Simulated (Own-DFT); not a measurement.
## Calculated data, GaP (zincblende, strained, atoms displaced)

A calculation, not a measurement: plane-wave PBE density functional theory by an unreviewed code, no spin, of a simulated periodic cell, stress positive in tension, free energy of the whole cell less one offset for each atom, forces on such cells passed a denser k mesh, this cell's mesh not checked; offsets are fitted by least squares, one for each functional and potential file, so energies compare only between cells with the same atoms and settings and are not formation energies; the far tail of each file's local potential was reset to the Coulomb form; each entry is a single point on an unrelaxed cell, so the pressure reflects the starting lattice, mostly measured values (interpolated for alloys), from which strain is counted, and rises with the displacements; printed positions are rounded, which can move forces by about a meV/angstrom; the program, named Own-DFT, is a retired in-house code; no spin-orbit coupling. Program: Own-DFT development build.

Common to all runs: functional PBE; potential files PseudoDojo norm-conserving, scalar-relativistic, standard set; wave cutoff 42 hartree; occupations Fermi-Dirac; smearing width 0.1 eV; hardware one NVIDIA H100; k mesh 3 x 3 x 3 centred on Gamma.

(1) GaP (zincblende, strained, atoms displaced)

```xyz
64
Lattice="10.8620 0.0000 0.0000 0.0000 10.8620 0.0000 0.0000 0.0000 10.9361" Properties=species:S:1:pos:R:3 GaP
Ga     0.0401    10.8324    10.8912
Ga     0.0297     2.7025     2.7185
Ga     2.6324    10.8384     2.7266
Ga     2.6805     2.7350    10.8982
P      1.3430     1.3427     1.3493
P      1.3510     4.0204     4.1382
P      4.0641     1.3972     4.1535
P      4.0709     4.0508     1.3642
Ga    10.8553    10.8547     5.4951
Ga    10.8563     2.6940     8.2129
Ga     2.7226    10.8232     8.2283
Ga     2.7325     2.7298     5.4432
P      1.3645     1.3572     6.9049
P      1.3424     4.0527     9.5970
P      4.0966     1.3854     9.5974
P      4.0120     4.0471     6.8210
Ga    10.8494     5.3920     0.0006
Ga     0.0152     8.1826     2.7779
Ga     2.6953     5.4004     2.7555
Ga     2.6581     8.1802    10.8961
P      1.4098     6.8152     1.4124
P      1.3296     9.4901     4.0893
P      4.1307     6.7412     4.0868
P      4.0688     9.4770     1.3502
Ga     0.0100     5.4363     5.4472
Ga     0.0195     8.1244     8.1766
Ga     2.7060     5.4488     8.1125
Ga     2.6671     8.1340     5.4759
P      1.3219     6.7851     6.8211
P      1.4121     9.5482     9.5510
P      4.0709     6.8387     9.6013
P      4.0792     9.4972     6.8169
Ga     5.4645     0.0393    10.9314
Ga     5.4725     2.7278     2.7646
Ga     8.1475     0.0063     2.7490
Ga     8.1732     2.6940    10.8615
P      6.7900     1.4059     1.3464
P      6.8251     4.0567     4.0998
P      9.4898     1.3606     4.0764
P      9.4764     4.0616     1.3890
Ga     5.4382    10.8259     5.4976
Ga     5.4679     2.6951     8.1990
Ga     8.1525     0.0087     8.2140
Ga     8.1533     2.7692     5.4538
P      6.7557     1.3372     6.8625
P      6.7414     4.0914     9.5664
P      9.4595     1.3257     9.5638
P      9.5159     4.1002     6.8481
Ga     5.4305     5.4315     0.0382
Ga     5.4555     8.1093     2.7199
Ga     8.1675     5.4551     2.7420
Ga     8.1680     8.2017    10.9184
P      6.7858     6.8155     1.3919
P      6.7728     9.4930     4.0835
P      9.5151     6.7531     4.1176
P      9.5044     9.4642     1.3437
Ga     5.4145     5.4282     5.4520
Ga     5.4991     8.1119     8.2490
Ga     8.1474     5.4349     8.2141
Ga     8.0995     8.1948     5.5123
P      6.7550     6.7595     6.8456
P      6.8214     9.4917     9.5570
P      9.5208     6.7446     9.6129
P      9.4524     9.5181     6.7489
```

The calculation gives: free energy of cell above offsets -34.978 eV; pressure 3.22 GPa; stress xx -3.38 GPa; stress yy -3.39 GPa; stress zz -2.89 GPa; stress yz -0.27 GPa; stress xz -0.19 GPa; stress xy 0.19 GPa; wall time 513.7 s.

Force:
```tsv
element	x (eV/Å)	y (eV/Å)	z (eV/Å)
Ga	-0.602	0.188	0.401
Ga	-0.424	0.001	0.029
Ga	1.052	0.227	0.045
Ga	0.488	-0.325	0.527
P	0.065	0.149	-0.213
P	-0.129	0.475	-0.423
P	0.227	-0.862	-0.754
P	-0.116	-0.003	0.22
Ga	0.176	0.505	-0.303
Ga	-0.236	0.17	0.121
Ga	0.824	0.753	-0.425
Ga	-0.448	-0.456	0.585
P	0.107	-0.167	-0.711
P	0.012	0.511	-0.775
P	-0.275	-0.282	-0.396
P	0.936	0.175	0.15
Ga	0.359	0.234	0.752
Ga	-0.459	-0.758	-0.531
Ga	0.369	-0.075	-0.027
Ga	0.574	-0.307	0.586
P	-0.74	-0.233	-0.405
P	0.199	0.367	0.676
P	-0.908	0.532	0.096
P	0.046	0.406	0.135
Ga	-0.144	-0.329	0.12
Ga	-0.605	0.456	0.315
Ga	0.134	-0.018	1.09
Ga	0.72	-0.088	-0.338
P	0.189	-0.003	-0.173
P	-0.989	-0.743	-0.223
P	-0.177	-0.668	-0.398
P	-0.068	-0.497	0.505
Ga	-0.253	-0.418	0.22
Ga	-0.517	-0.148	-0.2
Ga	-0.123	-0.056	-0.517
Ga	-0.468	0.551	0.61
P	0.338	-0.373	0.242
P	-0.313	0.643	0.022
P	0.344	0.079	0.434
P	0.224	-0.138	-0.327
Ga	-0.203	0.35	-0.385
Ga	-0.688	0.315	0.014
Ga	-0.193	-0.277	-0.466
Ga	0.117	-0.685	0.459
P	0.685	0.204	-0.5
P	0.523	-0.035	-0.007
P	0.894	-0.011	-0.096
P	0.038	-0.23	-0.004
Ga	-0.259	0.223	-0.029
Ga	-0.53	0.433	0.11
Ga	-0.221	-0.111	-0.092
Ga	-0.167	-0.84	0.113
P	0.574	-0.303	-0.573
P	0	0.143	0.032
P	-0.239	0.822	0.094
P	0.371	0.682	0.398
Ga	0.145	-0.56	0.279
Ga	-0.731	0.248	-0.353
Ga	-0.092	-0.029	0.04
Ga	-0.153	-0.964	-0.679
P	0.421	0.088	-0.107
P	-0.179	0.442	0.135
P	-0.116	0.644	-0.477
P	0.612	-0.021	1.351
```

(2) GaP (zincblende, strained, atoms displaced)

```xyz
64
Lattice="10.8620 0.0000 0.0000 0.0000 10.8620 0.0000 0.0000 0.0000 10.9361" Properties=species:S:1:pos:R:3 GaP
Ga    10.8051     0.0288    10.9188
Ga    10.7746     2.7293     2.7017
Ga     2.7299    10.8521     2.7259
Ga     2.7184     2.7162    10.8913
P      1.3278     1.3660     1.3374
P      1.3305     4.0147     4.0977
P      4.1055     1.3138     4.0959
P      4.0931     4.1102     1.3655
Ga    10.8126     0.0373     5.4485
Ga     0.0153     2.7301     8.2156
Ga     2.6976     0.0185     8.1460
Ga     2.7491     2.6970     5.5019
P      1.3672     1.3653     6.8349
P      1.3235     4.0346     9.5610
P      4.0465     1.3643     9.5763
P      4.1288     4.0919     6.8018
Ga    10.8346     5.4326     0.0027
Ga    10.8431     8.1313     2.7848
Ga     2.7491     5.3670     2.7507
Ga     2.6809     8.1640    10.9251
P      1.3485     6.8048     1.3762
P      1.3338     9.5253     4.1110
P      3.9856     6.7052     4.1038
P      4.0519     9.5421     1.3422
Ga     0.0254     5.3828     5.4554
Ga     0.0025     8.1698     8.2270
Ga     2.7331     5.4603     8.1887
Ga     2.6889     8.0924     5.4202
P      1.3124     6.7895     6.8620
P      1.3833     9.5455     9.5435
P      4.1182     6.8023     9.5861
P      4.0290     9.5324     6.8796
Ga     5.4882     0.0113     0.0260
Ga     5.3918     2.7001     2.6957
Ga     8.1105    10.8575     2.7570
Ga     8.1473     2.6805     0.0209
P      6.7727     1.3989     1.4521
P      6.7885     4.0489     4.1214
P      9.5270     1.3637     4.0948
P      9.5078     4.0389     1.3748
Ga     5.4203    10.8108     5.4734
Ga     5.4667     2.7156     8.2358
Ga     8.1194     0.0266     8.1852
Ga     8.1767     2.7455     5.4610
P      6.7850     1.3759     6.8196
P      6.8490     4.0909     9.5738
P      9.5302     1.3679     9.5390
P      9.5352     4.0661     6.8270
Ga     5.4739     5.3653     0.0147
Ga     5.4563     8.1680     2.6959
Ga     8.1613     5.4096     2.6647
Ga     8.1514     8.1504     0.0198
P      6.8104     6.8058     1.3449
P      6.8323     9.5129     4.1643
P      9.4815     6.7207     4.0753
P      9.4999     9.4889     1.3669
Ga     5.5198     5.4678     5.4653
Ga     5.4292     8.1506     8.1870
Ga     8.2074     5.4368     8.1802
Ga     8.0975     8.1744     5.5191
P      6.8329     6.8204     6.7727
P      6.8126     9.5334     9.5315
P      9.5342     6.7648     9.6161
P      9.5241     9.4888     6.8320
```

It finds free energy of cell above offsets -35.072 eV; pressure 3.17 GPa; stress xx -3.31 GPa; stress yy -3.37 GPa; stress zz -2.84 GPa; stress yz 0.13 GPa; stress xz 0.07 GPa; stress xy 0.16 GPa; wall time 520.7 s.

Force:
```tsv
element	x (eV/Å)	y (eV/Å)	z (eV/Å)
Ga	0.509	-0.385	0.092
Ga	1.058	-0.474	0.291
Ga	-0.483	0.265	0.031
Ga	-0.173	0.119	0.519
P	0.19	0.072	0.323
P	0.411	-0.084	-0.149
P	-0.342	0.276	0.063
P	-0.296	-0.729	-0.291
Ga	0.572	-0.321	0.352
Ga	-0.061	-0.239	-0.391
Ga	0.018	0.245	0.657
Ga	0.059	0.072	-0.427
P	-0.431	0.091	-0.18
P	0.547	0.904	0.13
P	0.61	-0.274	-0.19
P	-0.049	0.055	0.458
Ga	0.621	-0.339	0.329
Ga	0.027	0.001	-0.191
Ga	-1.03	0.121	-0.3
Ga	0.259	-0.126	-0.037
P	0.147	-0.373	0.116
P	0.136	-0.073	-0.057
P	1.49	0.82	-0.024
P	0.398	-0.408	0.018
Ga	-0.078	0.429	-0.047
Ga	0.034	-0.121	0.147
Ga	0.005	-0.302	0.13
Ga	-0.18	0.469	0.616
P	0.25	-0.056	-0.315
P	-0.427	-0.038	0.247
P	-0.233	-0.281	0.118
P	0.33	-0.82	-0.869
Ga	-0.364	0.157	-0.249
Ga	-0.108	0.48	0.85
Ga	0.521	-0.007	-0.026
Ga	0.117	0.026	-0.171
P	0.388	-0.528	-0.871
P	0.06	0.208	-0.759
P	-0.707	0.058	-0.13
P	-0.347	0.435	-0.682
Ga	0.01	0.342	0.317
Ga	-0.304	0.109	-0.134
Ga	0.464	0.007	-0.232
Ga	-0.132	-0.346	0.083
P	0.004	-0.057	-0.136
P	-0.064	-0.265	-0.119
P	-0.641	-0.009	0.054
P	-0.063	-0.063	0.104
Ga	-0.011	0.777	-0.271
Ga	-0.507	-0.159	0.549
Ga	-0.399	-0.077	0.55
Ga	0.033	0.142	-0.475
P	-0.274	-0.303	0.112
P	-0.667	-0.225	-0.69
P	-0.064	0.511	0.576
P	-0.065	0.299	0.257
Ga	-0.728	-0.278	-0.319
Ga	0.095	0.059	-0.014
Ga	-0.16	0.212	0.036
Ga	1.313	-0.175	-0.751
P	-0.442	-0.363	1.322
P	-0.111	-0.365	0.45
P	-0.444	0.559	-0.555
P	-0.29	0.348	0.152
```

(3) GaP (zincblende, strained, atoms displaced)

```xyz
64
Lattice="10.8620 0.0000 0.0000 0.0000 10.8620 0.0000 0.0000 0.0000 10.9361" Properties=species:S:1:pos:R:3 GaP
Ga     0.0002     0.0063    10.9095
Ga     0.0421     2.6849     2.7711
Ga     2.7524     0.0100     2.7461
Ga     2.6951     2.7473     0.0405
P      1.3917     1.3965     1.3802
P      1.3665     4.0952     4.0669
P      4.0848     1.3601     4.1096
P      4.0404     4.0931     1.4118
Ga    10.8127    10.8351     5.4976
Ga     0.0364     2.7119     8.2286
Ga     2.6909    10.8411     8.1464
Ga     2.6851     2.7525     5.4395
P      1.3653     1.3813     6.8640
P      1.3079     4.0777     9.5696
P      4.0786     1.3208     9.6153
P      4.0476     4.0585     6.7827
Ga    10.8445     5.4940     0.0501
Ga    10.8482     8.1729     2.7464
Ga     2.7073     5.4965     2.7748
Ga     2.6796     8.1356    10.9287
P      1.4086     6.7806     1.3727
P      1.3385     9.5173     4.1269
P      4.0728     6.7923     4.1283
P      4.0949     9.4725     1.3610
Ga     0.0017     5.4570     5.4251
Ga    10.8161     8.1334     8.1893
Ga     2.7072     5.4275     8.2043
Ga     2.6911     8.1133     5.4591
P      1.3490     6.7431     6.8497
P      1.3418     9.5010     9.5825
P      4.0718     6.8436     9.5347
P      3.9948     9.4907     6.8702
Ga     5.4536    10.8331    10.8344
Ga     5.4481     2.7487     2.6970
Ga     8.1757    10.8574     2.7011
Ga     8.1498     2.7026     0.0498
P      6.7921     1.3486     1.3311
P      6.7935     4.0590     4.0686
P      9.5439     1.3407     4.0694
P      9.5111     4.0514     1.3879
Ga     5.3627    10.8286     5.4811
Ga     5.4310     2.7306     8.2127
Ga     8.1467    10.8314     8.1955
Ga     8.1359     2.7681     5.4388
P      6.7965     1.2772     6.9048
P      6.7861     4.0384     9.5637
P      9.4950     1.3967     9.5572
P      9.5422     4.1047     6.7896
Ga     5.3671     5.4351     0.0342
Ga     5.4404     8.1323     2.7643
Ga     8.1219     5.4615     2.7326
Ga     8.1481     8.1713    10.9100
P      6.8270     6.7915     1.4055
P      6.7692     9.5313     4.1260
P      9.4467     6.8062     4.0862
P      9.5212     9.5430     1.3184
Ga     5.4268     5.4182     5.4700
Ga     5.4157     8.1408     8.1360
Ga     8.0832     5.4976     8.1605
Ga     8.1065     8.1608     5.4793
P      6.8397     6.7498     6.8511
P      6.7646     9.4902     9.5665
P      9.5624     6.8090     9.5847
P      9.5067     9.5077     6.8292
```

It finds free energy of cell above offsets -35.071 eV; pressure 3.18 GPa; stress xx -3.35 GPa; stress yy -3.35 GPa; stress zz -2.85 GPa; stress yz 0.45 GPa; stress xz -0.25 GPa; stress xy 0.24 GPa; wall time 521.8 s.

Force:
```tsv
element	x (eV/Å)	y (eV/Å)	z (eV/Å)
Ga	0.215	0.602	0.043
Ga	-0.162	0.29	-0.423
Ga	-0.152	-0.2	-0.187
Ga	0.207	-0.056	-0.507
P	-0.292	-0.705	-0.038
P	-0.182	0.14	0.227
P	0.003	0.369	-0.082
P	-0.027	0.166	-0.095
Ga	0.585	0.566	-0.145
Ga	-0.583	0.184	-0.381
Ga	-0.076	0.434	1.094
Ga	0.061	-0.463	-0.033
P	-0.225	-0.185	-0.639
P	0.545	0.4	0.465
P	-0.616	0.626	-0.722
P	0.27	0.123	0.667
Ga	0.17	-0.738	-0.038
Ga	0.035	-0.108	-0.246
Ga	0.241	-0.483	-0.127
Ga	0.43	0.308	-0.029
P	-0.683	0.399	0.25
P	0.212	-0.013	-0.159
P	0.26	0.099	0.036
P	-0.032	0.219	-0.098
Ga	-0.081	-0.015	-0.038
Ga	0.685	0.2	-0.04
Ga	0.163	-0.24	0.146
Ga	-0.244	0.141	0.26
P	-0.151	0.481	-0.223
P	-0.041	-0.025	-0.469
P	-0.091	-0.575	0.257
P	0.553	-0.35	-0.788
Ga	-0.255	0.114	1.175
Ga	-0.126	-0.545	0.101
Ga	-0.265	0.112	0.17
Ga	0.09	0.238	-0.48
P	-0.306	-0.298	0.261
P	-0.243	0.41	0.163
P	-0.556	0.117	0.507
P	0.085	0.335	0.222
Ga	0.322	0.271	0.361
Ga	-0.253	-0.491	-0.128
Ga	0.304	0.034	0.539
Ga	0.23	-0.864	0.456
P	-0.387	0.904	-1.063
P	0.045	0.757	0.327
P	-0.02	-0.425	0.063
P	-0.388	-0.144	0.524
Ga	0.557	0.114	-0.359
Ga	0.057	0.157	-0.161
Ga	0.419	-0.616	-0.02
Ga	0.083	-0.234	0.214
P	-0.588	0.213	-0.706
P	0.103	-0.067	-0.238
P	0.462	0.169	0.143
P	-0.098	-0.446	0.309
Ga	0.182	-0.132	-0.072
Ga	0.241	0.048	0.281
Ga	1.393	-1.312	1.186
Ga	0.239	0.075	-0.132
P	-1.295	0.973	-0.92
P	0.438	-0.46	-0.674
P	-1.081	-0.199	-0.178
P	-0.383	-0.398	0.197
```

(4) GaP (zincblende, strained, atoms displaced)

```xyz
64
Lattice="10.8620 0.0000 0.0000 0.0000 10.8620 0.0000 0.0000 0.0000 10.9361" Properties=species:S:1:pos:R:3 GaP
Ga    10.8380     0.0677     0.0179
Ga     0.0067     2.6828     2.6942
Ga     2.7028    10.8445     2.7633
Ga     2.7311     2.7526    10.8703
P      1.3939     1.2765     1.3916
P      1.3827     4.0917     4.0524
P      4.0335     1.3760     4.1291
P      4.1505     4.0893     1.3569
Ga     0.0139    10.8488     5.4334
Ga    10.8101     2.6865     8.2085
Ga     2.7621     0.0358     8.1442
Ga     2.7187     2.7044     5.4324
P      1.3657     1.3060     6.8358
P      1.3551     4.0988     9.6161
P      4.0939     1.3832     9.6266
P      4.0996     4.0681     6.8744
Ga     0.0036     5.3925     0.0074
Ga     0.0034     8.1289     2.7996
Ga     2.7363     5.4683     2.7135
Ga     2.7059     8.1625    10.8947
P      1.3344     6.7639     1.4222
P      1.3320     9.4795     4.1568
P      4.0570     6.8274     4.0768
P      4.0862     9.4823     1.3920
Ga     0.0050     5.4208     5.5020
Ga    10.8495     8.1668     8.2032
Ga     2.7431     5.4098     8.2222
Ga     2.7617     8.1393     5.4970
P      1.3385     6.7819     6.7883
P      1.3706     9.5109     9.5723
P      4.0921     6.7612     9.5837
P      4.0750     9.5636     6.8839
Ga     5.4541    10.8558     0.0223
Ga     5.4509     2.7180     2.7777
Ga     8.1666    10.7862     2.7178
Ga     8.1497     2.7357     0.0173
P      6.7826     1.3440     1.3938
P      6.8031     4.0423     4.0783
P      9.4866     1.3975     4.1330
P      9.5234     4.0778     1.3333
Ga     5.4635    10.8396     5.5056
Ga     5.4884     2.6702     8.1800
Ga     8.1753     0.0034     8.2262
Ga     8.1873     2.7463     5.4485
P      6.7870     1.3321     6.8181
P      6.7987     4.0534     9.5414
P      9.4562     1.3230     9.5229
P      9.4850     4.0653     6.8291
Ga     5.4420     5.4305    10.9207
Ga     5.4476     8.1287     2.7349
Ga     8.1629     5.4111     2.7498
Ga     8.1666     8.1567     0.0181
P      6.7258     6.7895     1.3428
P      6.7992     9.5227     4.1289
P      9.5044     6.8285     4.0735
P      9.5060     9.5214     1.3298
Ga     5.4339     5.4179     5.4650
Ga     5.4650     8.1628     8.1855
Ga     8.1732     5.4256     8.2262
Ga     8.1802     8.1196     5.4441
P      6.7739     6.8475     6.8650
P      6.7631     9.5481     9.5798
P      9.5017     6.7602     9.5883
P      9.5053     9.5071     6.8488
```

Results for GaP (zincblende, strained, atoms displaced): free energy of cell above offsets -35.022 eV; pressure 3.2 GPa; stress xx -3.4 GPa; stress yy -3.37 GPa; stress zz -2.84 GPa; stress yz -0.55 GPa; stress xz 0.17 GPa; stress xy 0.19 GPa; wall time 528.3 s.

Force:
```tsv
element	x (eV/Å)	y (eV/Å)	z (eV/Å)
Ga	0.269	-0.522	-0.45
Ga	0.15	0.099	0.22
Ga	0.295	-0.451	0.216
Ga	0.021	-0.216	1.11
P	-0.095	1.107	-0.51
P	-0.306	-0.161	0.292
P	0.766	-0.575	-0.265
P	-0.714	-0.24	0.209
Ga	-0.438	0.261	0.47
Ga	0.65	0.119	-0.079
Ga	-0.379	0.149	1.259
Ga	-0.36	0.484	0.668
P	-0.278	0.834	-0.21
P	-0.24	-0.421	-0.907
P	0.126	-0.355	-0.798
P	-0.153	-0.326	-0.45
Ga	0.05	0.698	0.195
Ga	0.125	0.495	-0.832
Ga	0.225	-0.426	-0.05
Ga	0.04	-0.361	0.616
P	0.055	0.477	-0.767
P	0.583	-0.031	-0.396
P	0.41	-0.398	0.411
P	-0.197	0.163	-0.163
Ga	-0.081	-0.127	-0.75
Ga	0.226	-0.283	0.109
Ga	-0.342	0.31	-0.236
Ga	-0.227	0.251	0.096
P	0.452	0.088	0.882
P	-0.213	0.479	-0.278
P	-0.096	0.503	-0.339
P	0.387	-0.932	-0.598
Ga	-0.408	0.131	0.276
Ga	-0.386	-0.38	-0.404
Ga	-0.142	0.798	0.288
Ga	-0.244	-0.356	-0.166
P	0.326	0.105	0.052
P	0.087	0.521	0.51
P	0.36	-0.697	-0.686
P	-0.185	-0.266	0.489
Ga	-0.494	0.285	-0.442
Ga	-0.446	0.134	0.285
Ga	-0.731	-0.488	-0.631
Ga	-0.681	-0.281	0.322
P	0.738	0.257	0.003
P	0.052	0.15	0.231
P	0.46	0.757	0.956
P	0.262	0.231	0.186
Ga	0.14	-0.238	-0.246
Ga	-0.001	0.371	0.178
Ga	-0.236	0.333	-0.489
Ga	-0.517	-0.156	-0.252
P	1.053	-0.102	0.277
P	-0.023	-0.504	-0.243
P	-0.115	-0.988	0.483
P	0.507	-0.425	0.478
Ga	-0.023	0.305	0.033
Ga	-0.566	0.217	0.592
Ga	-0.425	0.168	-0.238
Ga	-0.359	0.414	0.448
P	0.56	-0.865	-0.573
P	0.512	-0.49	-0.073
P	0.263	0.346	-0.012
P	-0.052	0.022	-0.311
```
